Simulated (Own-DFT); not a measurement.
# What random displacements cost in 2H SiC, 32 atoms (C16Si16)

All numbers below are calculated, not measured. The program, named Own-DFT, is a retired in-house plane-wave density functional code that no person has reviewed. Each row is one single-point run on a periodic cell that was not relaxed, without spin or spin-orbit coupling.

Settings of every run: PBE; PseudoDojo norm-conserving scalar-relativistic files; cutoff 42 hartree; 5 x 5 x 3 k mesh centred on Gamma; Fermi-Dirac smearing of 0.1 eV.

Known limits, some of them of some rows only: some atoms lie very close together; forces on such cells passed a denser k mesh, each cell not checked; stress not checked against mesh or cutoff.

Cell vectors in Å: (6.165, 0.000, 0.000); (-3.083, 5.339, 0.000); (0.000, 0.000, 10.068). In each run every atom was moved at random and independently from its ideal site; u is the rms move along one axis. E is the free energy for each atom above the fitted value at u = 0, and F the rms of the force components.

| run | u (Å) | E (meV/atom) | F (eV/Å) | largest force (eV/Å) | P (GPa) |
|---|---|---|---|---|---|
| 1 | 0.0293 | 38.1 | 0.833 | 2.90 | 3.70 |
| 2 | 0.0305 | 36.6 | 0.776 | 2.62 | 3.64 |
| 3 | 0.0314 | 43.5 | 0.885 | 2.69 | 3.91 |
| 4 | 0.0537 | ? | ? | ? | ? |
| 5 | 0.0618 | 164.3 | 2.025 | 7.69 | 6.89 |
| 6 | 0.0622 | 167.6 | 2.085 | 7.98 | 7.00 |
| 7 | 0.0947 | 392.9 | 3.570 | 14.53 | 11.69 |
| 8 | 0.0955 | 356.3 | 3.257 | 11.92 | 11.56 |
| 9 | 0.1063 | 500.6 | 4.215 | 16.26 | 15.52 |

## Worked fit

For small independent moves the energy grows as E = (3/2) K u², with K the mean stiffness felt by one atom. The runs with u up to 0.11 Å give K = 28.4 ± 0.7 eV/Å², with residuals divided by u² + 0.0006 Å², since the noise grows with the moves. The scatter is 5.8 meV/atom at u = 0.05 Å. The forces follow F = G u with G = 32.8 eV/Å²; no force at u = 0 is resolved. G exceeds K because the moves of its neighbours add to the force on an atom, and stiffness differs between atoms. The pressure follows P = 2.76 + 1050 u² GPa: at fixed volume, shortened bonds push harder than stretched ones pull.

## Withheld run

Question: what energy and rms force should run 4 give?

The fit gives 123 ± 7 meV/atom and about 1.76 eV/Å. The calculation gave 112.3 meV/atom and 1.545 eV/Å.
